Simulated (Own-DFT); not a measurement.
# Device materials side by side: how hard are they to compress?

Everything here is calculated. The program is Own-DFT (plane waves, in-house, since retired, never reviewed by a person); positions were held fixed, and spin and spin-orbit coupling were off.

Keep in mind (not all hold for every row): forces on such cells moved up to 12 meV/angstrom on a denser k mesh; forces not confirmed at this smearing and k mesh; k mesh not checked against a denser one; forces on such cells passed a denser k mesh, each cell not checked; stress not checked against mesh or cutoff.

All runs are PBE with PseudoDojo norm-conserving files; cutoff and k mesh are each material's own. Every cell starts from measured lattice constants and was given uniform random strains and small random moves of its atoms. Each triple is the change of volume in per cent, the rms move u in Å and the pressure in GPa.

- 3C SiC (C32Si32), 10.36 Å³/atom unstrained: (-2.84, 0.047, 12.22); (-1.94, 0.049, 9.90); (-1.07, 0.054, 9.10); (-1.00, 0.048, 7.99); (-0.43, 0.047, 6.20); (2.40, 0.049, 0.47); (3.63, 0.051, -1.70)
- wurtzite AlN (Al64N64), 10.45 Å³/atom unstrained: withheld
- wurtzite GaN (Ga36N36), 11.42 Å³/atom unstrained: (-2.75, 0.051, 13.10); (-0.69, 0.049, 8.58); (0.30, 0.051, 7.11); (0.97, 0.050, 5.19); (1.24, 0.051, 5.17); (1.30, 0.050, 4.20); (1.60, 0.052, 4.10)
- diamond silicon (Si64), 20.02 Å³/atom unstrained: (-1.03, 0.048, 3.49); (-0.39, 0.058, 3.15); (-0.27, 0.045, 3.05); (1.00, 0.047, 1.47); (1.16, 0.051, 1.49); (1.69, 0.050, 1.02); (2.43, 0.052, 0.24)
- zincblende GaP (Ga32P32), 20.24 Å³/atom unstrained: (-3.77, 0.046, 6.98); (-2.22, 0.047, 5.69); (-2.12, 0.054, 5.36); (-1.44, 0.047, 4.48); (-0.55, 0.049, 3.75); (-0.43, 0.053, 3.97); (2.12, 0.046, 1.40)
- zincblende InP (In48P48), 25.27 Å³/atom unstrained: (-1.65, 0.053, 5.04); (-1.31, 0.047, 4.59); (-1.06, 0.052, 4.57); (-1.02, 0.051, 4.36); (1.34, 0.050, 2.94); (2.68, 0.050, 1.90); (3.55, 0.049, 1.38)
- grey tin (Sn64), 34.15 Å³/atom unstrained: (-3.09, 0.052, 5.62); (-2.55, 0.050, 5.15); (-1.98, 0.047, 4.76); (-0.41, 0.054, 4.06); (-0.24, 0.049, 3.95); (0.01, 0.054, 3.74); (1.38, 0.048, 2.99)

## Worked fit

Fit a line to each set against the fractional change of volume; B is minus its slope, and u is nearly the same within a set. To take it to zero pressure, assume that B rises by 4 GPa for each GPa: B0 = B - 4 x (mean pressure). The bond length of an ideal tetrahedral crystal with the unstrained volume v is d = (√3/4)(8 v)^(1/3). Cohen's empirical rule reads B0 = (1971 - 220 L) d^(-3.5) GPa, with L = 0 for group IV crystals and SiC and 1 for III-V compounds.

```
                material  L  d (Å)  B (GPa)  mean P (GPa)  B0 (GPa)  rule (GPa)
        3C SiC (C32Si32)  0  1.888  217 ± 9           6.3   192 ± 9         213
  wurtzite AlN (Al64N64)  1  1.893        ?             ?         ?         188
  wurtzite GaN (Ga36N36)  1  1.950  208 ± 9           6.8   181 ± 9         169
  diamond silicon (Si64)  0  2.352   99 ± 5           2.0    91 ± 5          99
zincblende GaP (Ga32P32)  1  2.360   95 ± 4           4.5    77 ± 4          87
zincblende InP (In48P48)  1  2.541   68 ± 2           3.5    54 ± 2          67
         grey tin (Sn64)  0  2.810   56 ± 2           4.3    39 ± 2          53
```

A line through ln[B0/(1971 - 220 L)] against ln d has a slope of -4.2 ± 0.2 and a scatter of 8 %. Against the rule, B0 stands at 90 % for 3C SiC, 107 % for wurtzite GaN, 92 % for diamond silicon, 89 % for zincblende GaP, 81 % for zincblende InP, 74 % for grey tin. PBE tends to make silicon and heavier crystals too soft, and the rule itself is only a guide.

## Withheld run

Q: what B0 does the fitted trend give for wurtzite AlN (Al64N64)?

The line gives 188 GPa. Its own runs give B = 214 ± 9 GPa at a mean pressure of 5.2 GPa, so B0 = 193 GPa.
